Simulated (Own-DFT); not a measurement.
# Reading a pressure off an energy slope: corundum Al2O3, 78 atoms (Al32O46), with two O vacancies

These are calculations. Each geometry was run twice at fixed positions with Own-DFT, a retired in-house plane-wave program that no person has reviewed: with PBE, and with HSE06 (exact exchange share 0.25 at short range, screening 0.11 per bohr, Gygi-Baldereschi treatment of its divergence). Both used PseudoDojo norm-conserving files made for PBE, a cutoff of 48 hartree, the Gamma point alone, fixed occupations, a neutral cell and no spin. One k point on a cell 7.9 Å thick isn't converged, and results move with the size of the cell. The oxygen file's force components were 24 meV/Å off all-electron values in a glass.

Unstrained cell vectors in Å: (5.494, 0.000, 8.660); (-2.747, 4.758, 8.660); (-2.747, -4.758, 8.660), volume V0 = 679.1 Å³, from measured lattice constants. Each geometry has its own random strain of a few per cent, its own defect sites and random moves of rms u per axis. HSE06 gave the energy alone. D is its energy less that of PBE, over the lowest D shown. The PBE stress wasn't checked against mesh or cutoff.

```
run,V - V0 (Å³),u (Å),P with PBE (GPa),D (eV)
1,-3.3,0.0300,8.19,0.253
2,-6.5,0.0509,11.62,0.246
3,-8.3,0.0315,10.56,0.085
4,2.0,0.0494,9.22,0.536
5,8.0,0.0482,6.08,0.816
6,0.9,0.0491,8.63,0.504
7,6.2,0.0506,6.03,0.767
8,-2.2,0.0314,7.51,0.341
9,17.0,0.0321,1.51,1.060
10,-4.3,0.0477,10.67,0.346
11,15.0,0.0474,3.16,1.049
12,-10.0,0.0295,11.29,0.000
13,-5.3,0.0520,11.58,?
```

## Worked fit

D = 0.34 + 0.0387 (V - V0) + 63 u² eV, with an error of 0.0008 on the volume slope, 10 on the last term and a scatter of 0.02 eV. Pressure is -dE/dV, and 1 eV/Å³ is 160.2 GPa, so HSE06 changes the pressure by -6.2 ± 0.1 GPa. With the ions held to the strained lattice, the PBE pressure falls by 253 ± 13 GPa per unit of volume strain; the shape of the strain isn't fitted, so the true error is larger, and a relaxed crystal would be softer. On that slope HSE06's volume at a given pressure is about 2.5 % smaller, or 0.8 % in lengths. At u = 0 and V0 the PBE pressure is 6.2 GPa, which puts the zero-pressure volume, against the measured cell and with the defects in, at +2.5 % for PBE and -0.0 % for HSE06, each good to a few tenths of a per cent.

## Test on the hidden row

Question: what D should run 13 give?

From the fit: 0.30 eV, with rows scattering by 0.02. Computed: 0.228 eV. That is outside the usual scatter, by luck or through something left out of the fit.
